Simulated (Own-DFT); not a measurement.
# Computed records: Hf₃₆O₇₁ (tetragonal hafnia with one neutral oxygen vacancy, atoms displaced)

A calculation, not a measurement: plane-wave PBE and HSE06 DFT by an unreviewed code, no spin, of a simulated cell at Gamma alone, so results move with cell size and shape, stress positive in tension, energies less offsets, not probed for a lower state with spin; hafnium file: forces about 75 meV/angstrom off all-electron values; oxygen file: force components 24 meV/angstrom off all-electron in a glass; k mesh not checked against a denser one; forces and stress are PBE's, HSE06 gives the energy alone, and its difference from PBE has offsets of its own; offsets are fitted by least squares, one for each functional and potential file, so energies compare only between cells with the same atoms and settings and are not formation energies; the far tail of each file's local potential was reset to the Coulomb form; each entry is a single point on an unrelaxed cell, so the pressure reflects the starting lattice, taken from the Materials Project, from which strain is counted, and rises with the displacements; printed positions are rounded, which can move forces by about a meV/angstrom; the program is a retired in-house code; no spin-orbit coupling. Program: Own-DFT development build.

## Hf₃₆O₇₁ (tetragonal hafnia with one neutral oxygen vacancy, atoms displaced)

```
cell vectors (Å)
  10.7800     0.0000     0.0000
   0.0000    10.7800     0.0000
   0.0000     0.0000    10.4493
atoms (fractions of the cell vectors)
Hf  0.99100  0.00545  0.99944
Hf  0.17212  0.16760  0.24830
O   0.00642  0.16489  0.15074
O   0.16817  0.00032  0.35576
O   0.00835  0.16394  0.40827
O   0.16951  0.99599  0.09047
Hf  0.99390  0.00226  0.49266
Hf  0.16521  0.15677  0.74928
O   0.00370  0.16958  0.65461
O   0.17589  0.98827  0.84691
O   0.99957  0.16818  0.90689
O   0.16574  0.98995  0.59775
Hf  0.01802  0.33313  0.00345
Hf  0.17047  0.49650  0.25465
O   0.99632  0.50579  0.15934
O   0.15747  0.33398  0.35348
O   0.99794  0.49980  0.40125
O   0.15629  0.33211  0.09453
Hf  0.00763  0.33192  0.50223
Hf  0.16176  0.50286  0.75899
O   0.99309  0.50917  0.65499
O   0.16827  0.32917  0.83967
O   0.99599  0.50102  0.90270
O   0.16840  0.31948  0.59930
Hf  0.00264  0.66861  0.00146
Hf  0.17278  0.82955  0.24873
O   0.99603  0.83166  0.15416
O   0.16774  0.66554  0.34960
O   0.00154  0.84076  0.40626
O   0.17224  0.66664  0.09420
Hf  0.99878  0.66286  0.49649
Hf  0.17400  0.82918  0.75630
O   0.00573  0.83298  0.64834
O   0.16380  0.65969  0.84568
O   0.00978  0.83486  0.90441
O   0.16364  0.66717  0.59261
Hf  0.32678  0.00546  0.99664
Hf  0.50408  0.16923  0.24199
O   0.33347  0.15888  0.15788
O   0.50519  0.99333  0.34686
O   0.33562  0.16940  0.39511
O   0.49858  0.99303  0.09582
Hf  0.32737  0.00340  0.49562
Hf  0.50587  0.15738  0.74073
O   0.33297  0.17254  0.65321
O   0.49999  0.00205  0.84771
O   0.32832  0.16892  0.90385
O   0.49636  0.99460  0.59999
Hf  0.33712  0.33706  0.99200
Hf  0.49876  0.49635  0.24898
O   0.33083  0.49686  0.14427
O   0.49952  0.33075  0.35866
O   0.32996  0.49786  0.39889
O   0.49983  0.32885  0.10001
Hf  0.33211  0.33914  0.49198
Hf  0.49590  0.49905  0.75319
O   0.33027  0.49925  0.65327
O   0.49904  0.33441  0.84377
O   0.32810  0.49997  0.89745
O   0.49444  0.33256  0.59671
Hf  0.33250  0.67286  0.00491
Hf  0.50491  0.83456  0.25176
O   0.33258  0.83092  0.15532
O   0.50670  0.66199  0.34928
O   0.32848  0.83609  0.40051
O   0.49862  0.66444  0.09995
Hf  0.33282  0.66810  0.49879
Hf  0.50974  0.83501  0.74904
O   0.33596  0.83045  0.64522
O   0.50522  0.67109  0.84471
O   0.33192  0.83307  0.89710
O   0.50485  0.66447  0.59045
Hf  0.66467  0.00666  0.00190
Hf  0.83535  0.16522  0.24932
O   0.66695  0.17502  0.14819
O   0.66215  0.16831  0.40516
O   0.83324  0.99790  0.09723
Hf  0.66367  0.00199  0.49481
Hf  0.82626  0.17127  0.74611
O   0.66871  0.17217  0.65358
O   0.82294  0.00496  0.84097
O   0.66375  0.17034  0.90749
O   0.83733  0.00777  0.59002
Hf  0.66269  0.33246  0.00111
Hf  0.83459  0.49275  0.25401
O   0.65844  0.49522  0.15146
O   0.82437  0.33019  0.34541
O   0.67174  0.50180  0.40417
O   0.83440  0.32935  0.09443
Hf  0.66998  0.33128  0.50336
Hf  0.83096  0.50416  0.75227
O   0.67039  0.48860  0.64907
O   0.83876  0.32861  0.84423
O   0.66583  0.50801  0.89381
O   0.83123  0.34084  0.59793
Hf  0.67047  0.66665  0.00078
Hf  0.83588  0.84021  0.24779
O   0.66824  0.83340  0.15190
O   0.84131  0.66985  0.34743
O   0.66533  0.84387  0.40441
O   0.83215  0.66424  0.09700
Hf  0.66022  0.66019  0.49489
Hf  0.83270  0.83326  0.75216
O   0.67185  0.83350  0.64875
O   0.83450  0.66982  0.84695
O   0.66060  0.83361  0.90035
O   0.82773  0.66756  0.59554
```

It was run with first functional PBE, second functional HSE06, exact exchange share 0.25, screening 0.11 1/bohr, exchange divergence Gygi-Baldereschi, potential files PseudoDojo norm-conserving, scalar-relativistic, made for PBE, standard set, wave cutoff 48 hartree, occupations fixed and k mesh 1 x 1 x 1 centred on Gamma.

The calculation gives: PBE energy of cell above offsets -97.302 eV; HSE06 less PBE above offsets 0.072 eV; PBE pressure 2.2 GPa; PBE stress xx -1.81 GPa; PBE stress yy -2.13 GPa; PBE stress zz -2.67 GPa; PBE stress yz 0.22 GPa; PBE stress xz 0.18 GPa; PBE stress xy 0.05 GPa.

Force:
```csv
element,x (eV/Å),y (eV/Å),z (eV/Å)
Hf,1.834,-0.676,-0.275
Hf,-0.731,-1.425,1.593
O,-0.924,-0.379,0.707
O,0.46,0.385,-1.98
O,-1.082,1.586,-1.56
O,-1.473,0.179,0.964
Hf,1.748,-1.3,1.897
Hf,0.514,0.429,-0.834
O,-1.261,-0.052,0.227
O,-0.221,2.456,0.375
O,0.639,-0.94,-0.313
O,0.429,1.183,0.114
Hf,-7.384,0.245,-3.876
Hf,-1.109,1.106,-0.309
O,1.619,-0.308,-0.433
O,0.693,-0.1,-1.1
O,0.073,-1.066,0.081
O,6.731,0.176,3.403
Hf,-0.596,-0.152,1.182
Hf,-0.059,-1.354,-2.442
O,1.491,-0.523,-0.299
O,-0.327,0.446,1.467
O,0.738,-0.143,0.637
O,-0.291,1.157,-0.908
Hf,-0.941,-0.159,0.049
Hf,-1.196,1.02,1
O,1.175,-0.083,-0.221
O,0.047,-0.331,-0.8
O,-0.574,-1.268,-1.279
O,-1.277,0.131,0.816
Hf,-1.154,1.588,1.155
Hf,-0.735,-0.223,-2.689
O,-1.411,-0.229,1.579
O,0.114,1.571,1.303
O,-0.845,0.263,0.27
O,1.048,-0.517,0.147
Hf,0.919,-1.022,-0.433
Hf,-0.694,-0.503,2.126
O,0.312,0.466,-1.263
O,-0.447,1.985,-0.221
O,-0.322,0.009,0.351
O,0.183,0.661,0.121
Hf,-0.587,-0.338,0.837
Hf,-2.217,1.324,0.27
O,0.422,-1.233,0.079
O,0.241,-0.055,0.071
O,0.108,0.02,0.322
O,0.715,1.012,-0.24
Hf,-0.167,0.022,-0.435
Hf,0.174,0.312,0.274
O,0.131,-0.624,0.748
O,0.08,0.625,-2.04
O,-0.088,1.044,-0.893
O,-1.039,-0.184,-0.018
Hf,0.642,-1.901,2.493
Hf,0.779,0.425,-1.382
O,-0.167,0.335,-0.284
O,-0.2,-0.666,1.102
O,0.527,0.369,0.632
O,0.694,0.098,-0.119
Hf,1.507,-0.042,-1.158
Hf,-0.051,-0.567,-0.391
O,0.783,-0.258,-0.545
O,-0.536,0.439,-0.586
O,0.376,-0.783,-0.307
O,0.071,0.029,-0.236
Hf,-0.574,0.826,1.145
Hf,-0.904,-0.185,-0.41
O,0.412,-0.618,0.736
O,-0.711,-0.84,-0.061
O,0.231,-0.427,0.94
O,-1.289,-0.158,0.972
Hf,-0.565,-1.475,-0.753
Hf,0.327,0.461,-0.176
O,0.508,-0.944,0.378
O,0.444,-0.781,-0.972
O,-0.749,0.548,0.539
Hf,0.231,-0.369,0.932
Hf,2.739,0.466,0.256
O,-0.893,-0.239,-0.971
O,0.521,-0.55,0.92
O,-0.214,-0.38,-0.799
O,-1.76,0.03,-0.175
Hf,1.892,1.45,-0.525
Hf,-0.622,1.6,-0.453
O,1.044,-0.104,0.022
O,0.518,-0.85,0.227
O,-0.076,-1.358,-0.957
O,0.314,0.347,0.144
Hf,-0.943,1.485,0.32
Hf,-0.29,-0.983,-0.531
O,-1.526,0.67,0.469
O,-0.926,0.975,-0.032
O,0.078,-1.311,1.078
O,1.449,-1.066,-0.549
Hf,-0.723,0.288,-0.239
Hf,-0.196,-0.918,1.332
O,0.102,0.045,0.102
O,-0.427,-0.033,-0.752
O,0.57,-1.973,-0.893
O,0.157,-0.044,-0.338
Hf,2.11,1.416,0.522
Hf,1.175,-0.306,-1.777
O,-0.312,0.575,0.532
O,0.109,0.516,0.665
O,0.597,0.628,0.543
O,0.26,-0.102,0.074
```
